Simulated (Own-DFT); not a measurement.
Simulation results for SiC (3C silicon carbide, strained, atoms displaced), GaP (zincblende, atoms displaced), GaP (zincblende, strained, atoms displaced)

All values are calculated (Own-DFT development build). A calculation, not a measurement: plane-wave PBE density functional theory by an unreviewed code, no spin, of a simulated periodic cell, stress positive in tension, free energy of the whole cell less one offset for each atom, forces on such cells passed a denser k mesh, this cell's mesh not checked; offsets are fitted by least squares, one for each functional and potential file, so energies compare only between cells with the same atoms and settings and are not formation energies; the far tail of each file's local potential was reset to the Coulomb form; each entry is a single point on an unrelaxed cell, so the pressure reflects the starting lattice, mostly measured values (interpolated for alloys), from which strain is counted, and rises with the displacements; printed positions are rounded, which can move forces by about a meV/angstrom; the program, named Own-DFT, is a retired in-house code; no spin-orbit coupling.

Settings shared by all entries: functional PBE; potential files PseudoDojo norm-conserving, scalar-relativistic, standard set; wave cutoff 42 hartree; occupations Fermi-Dirac; smearing width 0.1 eV.

(1) SiC (3C silicon carbide, strained, atoms displaced)

```
SiC
1.0
     13.1542    -0.1616    -0.2354
     -0.1077     8.6019     0.1334
     -0.1569     0.1334     8.8680
Si C Si C Si C Si C Si C Si C Si C Si C Si C Si C Si C Si C
4 4 4 4 4 4 4 4 4 4 4 4 4 4 4 4 4 4 4 4 4 4 4 4
Direct
  0.00021 0.99745 0.00629
  0.99600 0.25652 0.25361
  0.16425 0.00720 0.24947
  0.17167 0.23956 0.99508
  0.07468 0.12329 0.11546
  0.08219 0.37274 0.37068
  0.25184 0.12106 0.39004
  0.25172 0.38066 0.13613
  0.99729 0.99978 0.50243
  0.99781 0.24127 0.75313
  0.16400 0.00283 0.74656
  0.16662 0.24768 0.50349
  0.08859 0.12762 0.62045
  0.08586 0.36311 0.86691
  0.25092 0.11012 0.87495
  0.25061 0.37327 0.63247
  0.99313 0.50016 0.00320
  0.99607 0.75676 0.25512
  0.16503 0.48767 0.25518
  0.16390 0.74847 0.98912
  0.07833 0.62882 0.12423
  0.09092 0.88129 0.37865
  0.25294 0.61684 0.36647
  0.25389 0.87348 0.12272
  0.99181 0.49539 0.49331
  0.99530 0.74901 0.74964
  0.17172 0.49822 0.74791
  0.16973 0.75438 0.48946
  0.08435 0.62128 0.62921
  0.08607 0.87239 0.87349
  0.24771 0.62610 0.86801
  0.24478 0.87833 0.62999
  0.33014 0.99830 0.99459
  0.33144 0.25483 0.24460
  0.49935 0.00036 0.24904
  0.49529 0.23937 0.00218
  0.41433 0.12221 0.12158
  0.41953 0.38268 0.37227
  0.58582 0.12320 0.37072
  0.58408 0.37326 0.12551
  0.33012 0.00264 0.49747
  0.33340 0.24625 0.74777
  0.50625 0.99431 0.74499
  0.50024 0.25536 0.51119
  0.42436 0.12719 0.62000
  0.42035 0.38238 0.87257
  0.58165 0.12428 0.88404
  0.58712 0.37301 0.63388
  0.33772 0.48891 0.99443
  0.33538 0.74563 0.24734
  0.50601 0.50272 0.25118
  0.50419 0.74457 0.00452
  0.41915 0.62326 0.12411
  0.41510 0.87953 0.37517
  0.58025 0.62337 0.38220
  0.58767 0.86635 0.11831
  0.33400 0.50170 0.50369
  0.33896 0.74869 0.76463
  0.50621 0.50790 0.75457
  0.49219 0.74832 0.50344
  0.41600 0.62560 0.62226
  0.41982 0.88379 0.88176
  0.58621 0.63296 0.87742
  0.57939 0.86905 0.61968
  0.65679 0.99953 0.99853
  0.66858 0.24172 0.24963
  0.84024 0.00801 0.24494
  0.83178 0.24282 0.01224
  0.74223 0.11472 0.11556
  0.74885 0.37099 0.37303
  0.91745 0.12968 0.37274
  0.91768 0.36846 0.11816
  0.66473 0.00384 0.49349
  0.66039 0.25155 0.75260
  0.82659 0.00679 0.75242
  0.82563 0.25277 0.49545
  0.75654 0.12534 0.62620
  0.75202 0.36816 0.86981
  0.91701 0.12390 0.88060
  0.91263 0.36749 0.61395
  0.66929 0.49796 0.99096
  0.66781 0.74701 0.26305
  0.83610 0.50638 0.25371
  0.83552 0.75163 0.00188
  0.75377 0.62937 0.12024
  0.74521 0.88119 0.38670
  0.91457 0.63328 0.36396
  0.91559 0.87302 0.12262
  0.67146 0.48863 0.49872
  0.66485 0.74897 0.74504
  0.83417 0.50172 0.74501
  0.83394 0.75157 0.49246
  0.74603 0.62344 0.62729
  0.74468 0.86077 0.88130
  0.91648 0.61652 0.87148
  0.91743 0.87672 0.62241
```

```
k mesh                            : 3 x 4 x 4 centred on Gamma
free energy of cell above offsets : -5.762 eV
pressure                          : 3.98 GPa
stress xx                         : -3.53 GPa
stress yy                         : -8.15 GPa
stress zz                         : -0.27 GPa
stress yz                         : 8.72 GPa
stress xz                         : -9.01 GPa
stress xy                         : -6.42 GPa
```

Force:
```csv
element,x (eV/Å),y (eV/Å),z (eV/Å)
Si,-0.474,-1.304,-2.701
Si,1.274,-1.391,-1.58
Si,1.075,-0.569,-0.625
Si,-1.42,1.051,0.542
C,2.944,1.696,3.02
C,-0.468,-0.236,1.68
C,-2.065,3.058,-3.996
C,-1.106,-1.183,-3.169
Si,1.823,0.521,-0.487
Si,0.619,0.892,-1.368
Si,0.367,-1.665,0.008
Si,0.816,0.969,-0.719
C,-3.056,-0.595,1.137
C,0.184,1.51,1.251
C,-0.449,3.035,-1.079
C,0.121,0.195,-1.663
Si,2.745,-0.577,-1.072
Si,2.967,0.107,-1.566
Si,0.082,2.88,-1.871
Si,1.244,-0.77,2.337
C,0.438,-0.705,0.549
C,-3.459,0.088,-1.175
C,-0.816,1.016,1.465
C,-1.618,-0.034,0.044
Si,2.529,0.924,1.118
Si,1.968,-0.431,-0.27
Si,-1.931,-0.578,-0.073
Si,0.416,-2.023,2.469
C,-1.028,0.437,-2.013
C,-2.346,1.353,-0.561
C,1.168,-0.853,2.062
C,2.112,-0.554,-0.499
Si,1.902,-1.497,1.73
Si,1.836,-1.54,2.548
Si,0.196,-0.816,-0.367
Si,1.354,2.32,-0.351
C,-0.961,0.267,0.849
C,-0.348,-1.111,1.096
C,-1.236,0.958,0.683
C,0.24,-0.127,-0.406
Si,2.248,-2.063,2.369
Si,1.281,-0.281,0.401
Si,-1.343,0.622,0.79
Si,0.619,0.552,-3.07
C,-2.288,-1.221,1.639
C,-0.464,-2.121,-0.031
C,-0.982,0.586,-2.47
C,-1.363,1.524,-1.481
Si,-1.086,2.35,1.193
Si,0.086,0.273,-0.503
Si,-0.926,-0.874,-0.717
Si,-1.016,0.634,-0.721
C,-0.171,-0.292,-0.225
C,-0.346,-0.643,-0.059
C,1.131,0.133,0.261
C,-1.137,0.696,2.978
Si,-0.071,-1.116,-0.946
Si,-1.123,1.062,-2.382
Si,-0.852,-0.615,-0.928
Si,1.481,0.469,-1.541
C,-0.143,-0.14,2.312
C,0.46,-1.452,-0.705
C,-0.615,-1.053,-0.465
C,1.072,1.223,0.505
Si,2.606,-2.262,-0.142
Si,-0.714,0.873,-1.473
Si,-2.549,-1.695,0.139
Si,-0.511,0.181,-3.124
C,1.964,1.301,2.405
C,-0.018,1.141,-0.944
C,-0.731,-0.1,0.682
C,-1.317,1.191,2.501
Si,0.444,-0.776,2.155
Si,2.764,-1.72,1.26
Si,1.846,-2.56,1.466
Si,2.229,-1.626,0.676
C,-4.091,0.758,-1.057
C,-0.053,0.797,0.958
C,-1.072,-0.61,-0.073
C,0.254,0.924,1.525
Si,0.365,-0.299,1.429
Si,-0.009,0.473,-1.855
Si,-1.616,-1.558,-2.579
Si,-0.586,-1.037,-1.126
C,-0.902,-1.316,1.712
C,1.858,-0.498,-2.278
C,-0.067,-0.705,2.868
C,0.231,1.187,1.062
Si,-1.525,1.617,0.615
Si,0.567,0.007,0.14
Si,-0.541,-1.598,0.008
Si,-0.819,0.218,1.768
C,1.235,0.097,-1.288
C,0.489,3.028,-1.544
C,-0.658,1.806,0.392
C,-1.163,-0.211,0.543
```

(2) GaP (zincblende, atoms displaced)

```
GaP
1.0
     10.9010     0.0000     0.0000
      0.0000    10.9010     0.0000
      0.0000     0.0000    10.9010
Ga P Ga P Ga P Ga P Ga P Ga P Ga P Ga P
4 4 4 4 4 4 4 4 4 4 4 4 4 4 4 4
Direct
  0.99007 0.98740 0.00321
  0.99626 0.25108 0.23378
  0.25896 0.99731 0.24407
  0.24840 0.23574 0.99408
  0.12557 0.12787 0.12454
  0.12970 0.36654 0.38328
  0.35281 0.13161 0.38008
  0.37091 0.38742 0.13238
  0.99785 0.99495 0.49573
  0.99038 0.24300 0.75776
  0.24828 0.00053 0.74447
  0.25454 0.26211 0.49793
  0.12399 0.11798 0.63143
  0.12041 0.38056 0.86359
  0.37790 0.12103 0.89108
  0.36840 0.39029 0.62913
  0.99205 0.50390 0.00399
  0.00256 0.76020 0.26455
  0.25636 0.50610 0.25009
  0.25983 0.73034 0.98965
  0.12700 0.63005 0.13069
  0.13005 0.87429 0.38072
  0.37380 0.60414 0.39061
  0.36921 0.88570 0.13868
  0.99607 0.48637 0.50747
  0.00922 0.73952 0.76118
  0.24344 0.50285 0.74060
  0.24037 0.75600 0.50432
  0.11135 0.61604 0.61970
  0.12014 0.86461 0.87750
  0.37188 0.62188 0.86513
  0.37026 0.87627 0.63357
  0.49995 0.99553 0.02110
  0.51367 0.25329 0.25641
  0.73774 0.98839 0.25196
  0.74152 0.25089 0.99317
  0.61578 0.11776 0.13313
  0.63116 0.36819 0.36904
  0.86071 0.11789 0.37615
  0.88316 0.36721 0.12885
  0.50502 0.00594 0.50325
  0.50389 0.25383 0.74930
  0.73818 0.99151 0.74020
  0.74222 0.23769 0.49484
  0.63007 0.11870 0.61818
  0.62447 0.38144 0.89128
  0.88541 0.11792 0.86472
  0.88067 0.37810 0.63616
  0.50312 0.48673 0.99220
  0.49678 0.75146 0.24244
  0.74470 0.50315 0.25877
  0.73690 0.76259 0.00446
  0.62447 0.61802 0.12790
  0.62366 0.86951 0.36374
  0.87279 0.61516 0.37452
  0.87682 0.87223 0.12073
  0.50310 0.51603 0.48358
  0.50562 0.74469 0.74752
  0.72938 0.51191 0.76476
  0.76656 0.75192 0.50314
  0.64918 0.62317 0.63493
  0.63582 0.87354 0.88581
  0.87294 0.61959 0.89484
  0.87288 0.89050 0.60758
```

```
hardware                          : one NVIDIA H100
k mesh                            : 3 x 3 x 3 centred on Gamma
free energy of cell above offsets : -24.504 eV
pressure                          : 5.41 GPa
stress xx                         : -5.45 GPa
stress yy                         : -5.43 GPa
stress zz                         : -5.35 GPa
stress yz                         : 0.81 GPa
stress xz                         : -0.41 GPa
stress xy                         : 1.56 GPa
wall time                         : 593.7 s
```

Force:
```csv
element,x (eV/Å),y (eV/Å),z (eV/Å)
Ga,1.615,1.475,-0.853
Ga,1.327,-1.597,3.12
Ga,-2.978,2.428,2.246
Ga,-0.639,2.593,0.535
P,-0.369,-1.633,-0.21
P,-1.725,1.377,-2.011
P,3.092,-0.891,-0.64
P,1.096,-2.209,-1.296
Ga,1.175,1.96,-0.593
Ga,1.996,1.392,-1.593
Ga,-0.101,-0.083,1.902
Ga,-0.384,-0.735,2.32
P,-0.462,1.334,-1.159
P,0.142,-0.676,1.486
P,0.989,-0.823,-2.066
P,2.278,-1.367,-1.044
Ga,1.892,-1.321,0.848
Ga,-0.538,-1.215,-1.149
Ga,-1.585,-0.371,0.63
Ga,-1.515,1.936,1.626
P,-0.188,-0.093,-0.012
P,-0.088,1.199,-0.933
P,-3.366,5.218,-2.993
P,1.447,-3.718,-2.87
Ga,0.122,0.006,-1.491
Ga,-1.689,-0.295,-0.833
Ga,-0.792,0.367,0.78
Ga,1.044,-1.55,0.909
P,0.908,1.481,0.231
P,1.447,0.952,0.449
P,1.748,-1.118,-0.34
P,1.348,-0.581,-1.023
Ga,-0.25,-0.176,-1.713
Ga,-2.964,-0.64,-0.854
Ga,1.754,1.075,-0.981
Ga,1.765,-1.645,1.273
P,1.609,1.243,-0.328
P,-0.035,1.233,1.897
P,1.657,-0.056,-1.338
P,-2.799,2.05,-1.559
Ga,-1.787,-1.018,-1.367
Ga,-0.669,-0.129,0.243
Ga,1.561,0.296,0.852
Ga,1.456,1.721,0.698
P,-1.196,1.205,1.54
P,0.933,-2.033,-3.246
P,-3.001,-1.319,1.79
P,-2.531,-1.005,0.179
Ga,-2.904,2.612,2.498
Ga,-0.392,-1.102,0.876
Ga,0.813,-0.736,-1.244
Ga,2.37,-2.989,1.792
P,-0.637,0.698,-0.838
P,-0.887,-1.034,2.456
P,1.108,0.853,0.661
P,-1.13,-0.482,2.078
Ga,4.115,-3.536,3.914
Ga,0.039,0.481,0.203
Ga,3.512,-2.396,1.907
Ga,-0.935,-0.457,-0.986
P,-3.061,2.285,-3.3
P,-3.084,1.679,-2.134
P,-1.546,1.829,-1.772
P,-0.128,-1.947,2.827
```

(3) GaP (zincblende, strained, atoms displaced)

```
GaP
1.0
     10.8620     0.0000     0.0000
      0.0000    10.8620     0.0000
      0.0000     0.0000    10.9439
Ga P Ga P Ga P Ga P Ga P Ga P Ga P Ga P
4 4 4 4 4 4 4 4 4 4 4 4 4 4 4 4
Direct
  0.00223 0.00512 0.98469
  0.00575 0.23905 0.26407
  0.23981 0.99862 0.25443
  0.24966 0.25238 0.99009
  0.12714 0.12524 0.12552
  0.13461 0.38277 0.37754
  0.37969 0.13184 0.37989
  0.37271 0.36405 0.12052
  0.99788 0.99371 0.50226
  0.99615 0.26068 0.74593
  0.25522 0.00457 0.74088
  0.24615 0.26036 0.49622
  0.12864 0.12722 0.61046
  0.12008 0.37441 0.87950
  0.37419 0.13281 0.88028
  0.36399 0.38870 0.62104
  0.99768 0.49523 0.99812
  0.00531 0.74915 0.25502
  0.24913 0.49124 0.25098
  0.24500 0.73848 0.99879
  0.12326 0.61957 0.13015
  0.11231 0.87071 0.38685
  0.37519 0.61176 0.37429
  0.37250 0.88094 0.12685
  0.99218 0.49502 0.49868
  0.00798 0.73767 0.75754
  0.26261 0.49660 0.74922
  0.26562 0.75916 0.49870
  0.14524 0.62653 0.62082
  0.11763 0.86888 0.88362
  0.38068 0.64092 0.87324
  0.36153 0.88018 0.62329
  0.49544 0.00689 0.99804
  0.50596 0.25539 0.25970
  0.77220 0.99563 0.24118
  0.75229 0.22642 0.00303
  0.62829 0.11950 0.11831
  0.62334 0.37291 0.36858
  0.86478 0.13658 0.37780
  0.88350 0.38384 0.11686
  0.51351 0.00493 0.49121
  0.51113 0.25143 0.75020
  0.76092 0.99426 0.74658
  0.75279 0.25266 0.49776
  0.63444 0.12588 0.62432
  0.63552 0.36159 0.87671
  0.87222 0.11714 0.87781
  0.87175 0.37663 0.62200
  0.49958 0.50305 0.99502
  0.49361 0.76174 0.25740
  0.73903 0.51526 0.23888
  0.75350 0.75614 0.00697
  0.61919 0.63473 0.13116
  0.63226 0.88497 0.38624
  0.88047 0.63247 0.39045
  0.87640 0.87478 0.11935
  0.49829 0.48346 0.50608
  0.50772 0.73984 0.74473
  0.73209 0.49819 0.74272
  0.75397 0.75698 0.49807
  0.63424 0.62001 0.63611
  0.62557 0.86672 0.87059
  0.88489 0.62191 0.86132
  0.88434 0.87821 0.60113
```

```
hardware                          : one NVIDIA H100
k mesh                            : 3 x 3 x 3 centred on Gamma
free energy of cell above offsets : -27.648 eV
pressure                          : 4.87 GPa
stress xx                         : -5.1 GPa
stress yy                         : -5.11 GPa
stress zz                         : -4.41 GPa
stress yz                         : -0.04 GPa
stress xz                         : 0.85 GPa
stress xy                         : 0.41 GPa
wall time                         : 558.3 s
```

Force:
```csv
element,x (eV/Å),y (eV/Å),z (eV/Å)
Ga,0.42,-0.364,2.054
Ga,0.228,1.531,-1.11
Ga,0.526,-0.069,0.434
Ga,-0.74,-0.148,1.182
P,-0.467,0.018,-0.465
P,-2.279,-0.782,-0.113
P,-0.598,-0.446,-0.408
P,0.665,1.122,0.35
Ga,1.077,3.308,-1.592
Ga,0.38,-1.35,0.18
Ga,-1.273,0.672,1.621
Ga,0.984,-0.791,0.336
P,-0.778,0.188,1.368
P,0.897,0.343,-1.242
P,0.392,-0.792,-1.872
P,1.536,-3.198,0.437
Ga,0.593,1.588,-0.619
Ga,-0.691,-0.152,-0.503
Ga,0.784,0.647,-1.282
Ga,0.101,1.095,0.966
P,0.105,-0.168,-0.296
P,2.046,0.145,-1.296
P,0.658,1.408,0.215
P,-0.483,-0.385,-0.202
Ga,1.672,0.642,0.581
Ga,1.069,1.21,-2.297
Ga,-1.712,1.743,1.848
Ga,-1.37,-1.698,-1.204
P,-1.505,-0.37,0.35
P,1.398,0.365,-1.332
P,-0.434,-2.046,0.161
P,3.726,0.029,0.11
Ga,0.383,-1.058,-0.151
Ga,-1.052,-1.525,-2
Ga,-1.926,1.105,1.072
Ga,0.835,2.403,0.081
P,-0.756,-0.442,2.139
P,1.485,1.48,1.184
P,1.505,-2.04,-0.693
P,-1.937,-2.01,1.953
Ga,-1.762,0.905,1.811
Ga,-1.201,-0.072,-0.602
Ga,-0.455,-0.648,-0.46
Ga,-1.131,0.693,0.545
P,-0.349,-0.103,0.246
P,-0.384,1.207,0.55
P,0.627,0.98,-1.841
P,-0.502,0.238,0.277
Ga,0.148,-0.435,0.379
Ga,0.222,-0.36,0.35
Ga,1.95,-1.307,1.33
Ga,-0.512,-1.301,-1.288
P,-0.736,0.701,-1.346
P,0.458,-1.29,-2.405
P,-0.868,-0.728,-2.164
P,2.109,-0.305,0.135
Ga,1.171,1.721,-0.953
Ga,-0.733,1.719,-0.229
Ga,3.074,-2.101,2.564
Ga,-0.724,-0.76,0.58
P,-1.977,1.786,-3.855
P,0.077,1.088,0.164
P,-2.364,-0.986,1.736
P,-1.605,-1.851,4.534
```

(4) GaP (zincblende, atoms displaced)

```
GaP
1.0
     10.9010     0.0000     0.0000
      0.0000    10.9010     0.0000
      0.0000     0.0000    10.9010
Ga P Ga P Ga P Ga P Ga P Ga P Ga P Ga P
4 4 4 4 4 4 4 4 4 4 4 4 4 4 4 4
Direct
  0.00771 0.99914 0.98678
  0.99689 0.24003 0.25243
  0.24791 0.00537 0.24466
  0.23935 0.25834 0.99545
  0.12661 0.13084 0.13049
  0.12087 0.38372 0.37109
  0.37922 0.11704 0.39236
  0.38270 0.38166 0.12333
  0.00350 0.98985 0.50251
  0.99999 0.24298 0.74456
  0.24300 0.99941 0.73441
  0.25464 0.24996 0.49991
  0.13157 0.13016 0.63086
  0.12849 0.37110 0.87178
  0.36619 0.13402 0.87610
  0.36924 0.38072 0.62099
  0.99675 0.49153 0.00253
  0.99415 0.74945 0.25120
  0.23930 0.49649 0.26654
  0.23821 0.74965 0.99234
  0.11854 0.61819 0.12567
  0.11859 0.88229 0.38180
  0.37087 0.62818 0.37965
  0.39411 0.88471 0.12376
  0.99782 0.52422 0.49816
  0.00453 0.76232 0.75078
  0.24338 0.50434 0.74591
  0.25142 0.75255 0.49829
  0.11392 0.60525 0.62847
  0.12662 0.89391 0.86418
  0.36462 0.63315 0.86822
  0.36572 0.87813 0.63636
  0.49409 0.00971 0.00064
  0.47727 0.25723 0.25801
  0.73830 0.02591 0.25311
  0.74456 0.24828 0.00103
  0.62788 0.14223 0.12089
  0.63200 0.37648 0.37601
  0.86431 0.13548 0.35888
  0.88836 0.36909 0.12440
  0.49078 0.99457 0.50798
  0.50960 0.27021 0.73657
  0.75803 0.99389 0.73718
  0.75213 0.25428 0.48685
  0.62891 0.12474 0.62439
  0.64153 0.37656 0.88249
  0.87496 0.11883 0.88096
  0.86140 0.36636 0.63925
  0.50025 0.50393 0.98859
  0.48404 0.74419 0.25696
  0.76686 0.51707 0.25536
  0.75459 0.74198 0.00093
  0.62536 0.61743 0.14344
  0.61882 0.88685 0.36108
  0.86073 0.62125 0.37741
  0.85410 0.86968 0.11823
  0.51342 0.50658 0.51889
  0.49533 0.74441 0.75352
  0.75010 0.50154 0.75004
  0.76992 0.75484 0.50379
  0.62561 0.61947 0.63154
  0.63684 0.87670 0.86986
  0.87860 0.62395 0.87594
  0.86726 0.88807 0.63446
```

```
k mesh    : 3 x 3 x 3 centred on Gamma
stress xx : ?
pressure  : ?
```

Question: Give the missing stress xx for GaP (zincblende, atoms displaced) (entry 4).
Answer: -4.85 GPa

Question: GaP (zincblende, atoms displaced) (entry 4): pressure?
Answer: 4.94 GPa

Further results for GaP (zincblende, atoms displaced) (entry 4):

```
free energy of cell above offsets : -25.489 eV
stress yy                         : -4.81 GPa
stress zz                         : -5.15 GPa
stress yz                         : -0.03 GPa
stress xz                         : 0.05 GPa
stress xy                         : 0.67 GPa
```

Force:
```csv
element,x (eV/Å),y (eV/Å),z (eV/Å)
Ga,-1.369,0.324,2.493
Ga,1.135,1.493,-0.476
Ga,0.933,-0.518,0.67
Ga,1.562,-0.609,1.398
P,-0.267,-0.523,-1.139
P,-1.648,-2.23,2.18
P,-1.392,1.039,-1.991
P,-2.035,0.357,-0.127
Ga,-1.243,2.426,0.706
Ga,-0.645,0.47,1.241
Ga,1.119,1.501,1.928
Ga,-0.743,0.408,-0.362
P,-1.232,0.104,-2.077
P,-1.397,1.111,-0.729
P,0.689,-0.284,-1.01
P,0.552,0.536,0.207
Ga,0.702,0.451,-1.103
Ga,-0.441,0.541,-0.529
Ga,2.209,1.417,-2.571
Ga,0.338,0.914,1.001
P,0.48,0.764,0.259
P,1.18,-1.611,-1.777
P,0.013,-1.163,0.867
P,-2.693,-1.465,0.501
Ga,-1.578,-3.342,-0.995
Ga,-0.502,-1.094,0.085
Ga,0.855,-1.229,0.901
Ga,-0.782,-0.031,0.814
P,1.152,4.034,0.727
P,0.532,-2.231,0.441
P,0.181,-1.101,0.639
P,1.289,-1.701,-1.37
Ga,1.6,0.86,-1.349
Ga,1.962,-0.435,0.208
Ga,-0.586,-2.156,-1.71
Ga,2.207,0.359,-0.066
P,-2.543,-0.93,1.077
P,-1.318,1.173,-0.608
P,1.655,-1.146,2.817
P,-1.768,0.207,0.556
Ga,1.857,-0.573,0.569
Ga,-0.116,-1.167,1.293
Ga,-3.351,3.562,3.654
Ga,-0.258,-0.305,1.698
P,-0.273,0.139,-0.562
P,-1.901,0.92,-1.233
P,-0.276,0.672,-1.087
P,1.343,0.304,-1.943
Ga,0.493,0.068,0.892
Ga,1.678,0.845,-0.831
Ga,-2.473,-4.392,-2.8
Ga,-1.651,-0.724,-0.443
P,-0.8,0.931,-1.92
P,0.119,-1.026,1.762
P,3.379,2.875,2.102
P,2.411,1.939,1.617
Ga,-1.536,-1.696,-2.662
Ga,1.125,1.294,-0.111
Ga,0.454,0.103,0.879
Ga,-2.592,0.709,-0.121
P,1.257,2.627,0.649
P,-1.39,-0.413,0.467
P,0.351,0.085,-0.38
P,3.985,-3.463,-3.216
```
